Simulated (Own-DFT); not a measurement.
# Device materials side by side: how hard are they to compress?

Source: density functional calculations with Own-DFT, an unreviewed in-house program that is no longer used. Nothing was measured or relaxed, and spin and spin-orbit coupling are left out.

Known weak points (not all hold for every row): forces on such cells moved up to 12 meV/angstrom on a denser k mesh; forces not confirmed at this smearing and k mesh; k mesh not checked against a denser one; forces on such cells passed a denser k mesh, each cell not checked; stress not checked against mesh or cutoff.

All runs are PBE with PseudoDojo norm-conserving files; cutoff and k mesh are each material's own. Every cell starts from measured lattice constants and was given uniform random strains and small random moves of its atoms. Each triple is the change of volume in per cent, the rms move u in Å and the pressure in GPa.

- 2H SiC (C36Si36), 10.36 Å³/atom unstrained: (-2.85, 0.052, 12.71); (-2.25, 0.047, 11.28); (-1.39, 0.050, 8.80); (-1.02, 0.047, 7.90); (-0.96, 0.050, 8.26); (1.67, 0.047, 1.72); (1.75, 0.050, 2.10)
- wurtzite AlN (Al64N64), 10.45 Å³/atom unstrained: withheld
- wurtzite GaN (Ga36N36), 11.42 Å³/atom unstrained: (-1.60, 0.050, 10.64); (-1.54, 0.051, 10.59); (-1.03, 0.050, 9.39); (0.54, 0.050, 6.17); (1.93, 0.048, 3.22); (2.19, 0.053, 2.80); (2.33, 0.050, 2.31)
- diamond silicon (Si64), 20.02 Å³/atom unstrained: (-2.95, 0.051, 5.95); (-1.85, 0.050, 4.96); (-0.33, 0.046, 2.87); (0.05, 0.053, 2.61); (0.98, 0.051, 1.82); (1.22, 0.054, 1.51); (2.25, 0.050, 0.61)
- zincblende GaAs (As32Ga32), 22.58 Å³/atom unstrained: (-3.77, 0.053, 7.32); (-1.86, 0.047, 5.56); (-1.62, 0.051, 5.56); (0.29, 0.051, 3.68); (0.49, 0.048, 3.71); (1.42, 0.053, 3.07); (1.99, 0.052, 2.60)
- zincblende InP (In48P48), 25.27 Å³/atom unstrained: (-1.88, 0.050, 5.04); (-1.22, 0.048, 4.78); (-0.79, 0.051, 4.35); (-0.25, 0.051, 3.90); (-0.05, 0.045, 3.66); (1.17, 0.049, 2.90); (1.95, 0.050, 2.40)
- grey tin (Sn64), 34.15 Å³/atom unstrained: (-3.32, 0.053, 5.68); (-3.14, 0.047, 5.40); (-1.89, 0.051, 4.93); (-0.12, 0.049, 3.85); (0.29, 0.048, 3.59); (0.61, 0.054, 3.50); (1.17, 0.047, 3.14)

## What the rows give

Fit a line to each set against the fractional change of volume; B is minus its slope, and u is nearly the same within a set. To take it to zero pressure, assume that B rises by 4 GPa for each GPa: B0 = B - 4 x (mean pressure). The bond length of an ideal tetrahedral crystal with the unstrained volume v is d = (√3/4)(8 v)^(1/3). Cohen's empirical rule reads B0 = (1971 - 220 L) d^(-3.5) GPa, with L = 0 for group IV crystals and SiC and 1 for III-V compounds.

```
                  material  L  d (Å)  B (GPa)  mean P (GPa)  B0 (GPa)  rule (GPa)
          2H SiC (C36Si36)  0  1.888  235 ± 7           7.5   204 ± 7         213
    wurtzite AlN (Al64N64)  1  1.893        ?             ?         ?         188
    wurtzite GaN (Ga36N36)  1  1.950  210 ± 2           6.4   184 ± 2         169
    diamond silicon (Si64)  0  2.352  105 ± 4           2.9    94 ± 4          99
zincblende GaAs (As32Ga32)  1  2.448   82 ± 3           4.5    64 ± 3          76
  zincblende InP (In48P48)  1  2.541   72 ± 3           3.9    57 ± 3          67
           grey tin (Sn64)  0  2.810   55 ± 2           4.3    38 ± 2          53
```

A line through ln[B0/(1971 - 220 L)] against ln d has a slope of -4.3 ± 0.2 and a scatter of 8 %. Against the rule, B0 stands at 96 % for 2H SiC, 109 % for wurtzite GaN, 95 % for diamond silicon, 84 % for zincblende GaAs, 85 % for zincblende InP, 71 % for grey tin. PBE tends to make silicon and heavier crystals too soft, and the rule itself is only a guide.

## Withheld run

Q: what B0 does the fitted trend give for wurtzite AlN (Al64N64)?

Estimate: 197 GPa. Its own runs give B = 217 ± 7 GPa at a mean pressure of 7.0 GPa, so B0 = 189 GPa.
